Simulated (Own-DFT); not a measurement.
# What random displacements cost in 4H SiC, 32 atoms (C16Si16)

These are calculations, not measurements. They come from Own-DFT, an in-house plane-wave density functional program, since retired, whose code no person has reviewed. Each row is one single-point run on a periodic cell that was not relaxed, without spin or spin-orbit coupling.

Settings of every run: PBE; PseudoDojo norm-conserving scalar-relativistic files; cutoff 42 hartree; 5 x 5 x 3 k mesh centred on Gamma; Fermi-Dirac smearing of 0.1 eV.

Known limits, some of them of some rows only: some atoms lie very close together; forces on such cells passed a denser k mesh, each cell not checked; stress not checked against mesh or cutoff.

Cell vectors in Å: (6.165, 0.000, 0.000); (-3.083, 5.339, 0.000); (0.000, 0.000, 10.068). In each run every atom was moved at random and independently from its ideal site; u is the rms move along one axis. E is the free energy for each atom above the fitted value at u = 0, and F the rms of the force components.

| run | u (Å) | E (meV/atom) | F (eV/Å) | largest force (eV/Å) | P (GPa) |
|---|---|---|---|---|---|
| 1 | 0.0287 | 34.5 | 0.935 | 2.97 | 3.93 |
| 2 | 0.0291 | 33.1 | 0.944 | 3.63 | 3.73 |
| 3 | 0.0304 | 31.1 | 0.880 | 2.99 | 3.76 |
| 4 | 0.0542 | ? | ? | ? | ? |
| 5 | 0.0608 | 156.3 | 2.000 | 8.17 | 6.58 |
| 6 | 0.0637 | 154.7 | 1.958 | 7.82 | 6.72 |
| 7 | 0.0919 | 307.8 | 3.058 | 11.70 | 9.24 |
| 8 | 0.1147 | 563.7 | 4.845 | 19.84 | 16.02 |

## Worked fit

For small independent moves the energy grows as E = (3/2) K u², with K the mean stiffness felt by one atom. The runs with u up to 0.11 Å give K = 25.7 ± 1.4 eV/Å², with residuals divided by u² + 0.0006 Å², since the noise grows with the moves. The scatter is 7.9 meV/atom at u = 0.05 Å. The forces follow F = G u with G = 31.8 eV/Å²; no force at u = 0 is resolved. G exceeds K because the moves of its neighbours add to the force on an atom, and stiffness differs between atoms. The pressure follows P = 3.35 + 738 u² GPa: at fixed volume, shortened bonds push harder than stretched ones pull.

## Withheld run

Question: what energy and rms force should run 4 give?

The fit gives 113 ± 11 meV/atom and about 1.72 eV/Å. The calculation gave 117.2 meV/atom and 1.719 eV/Å.
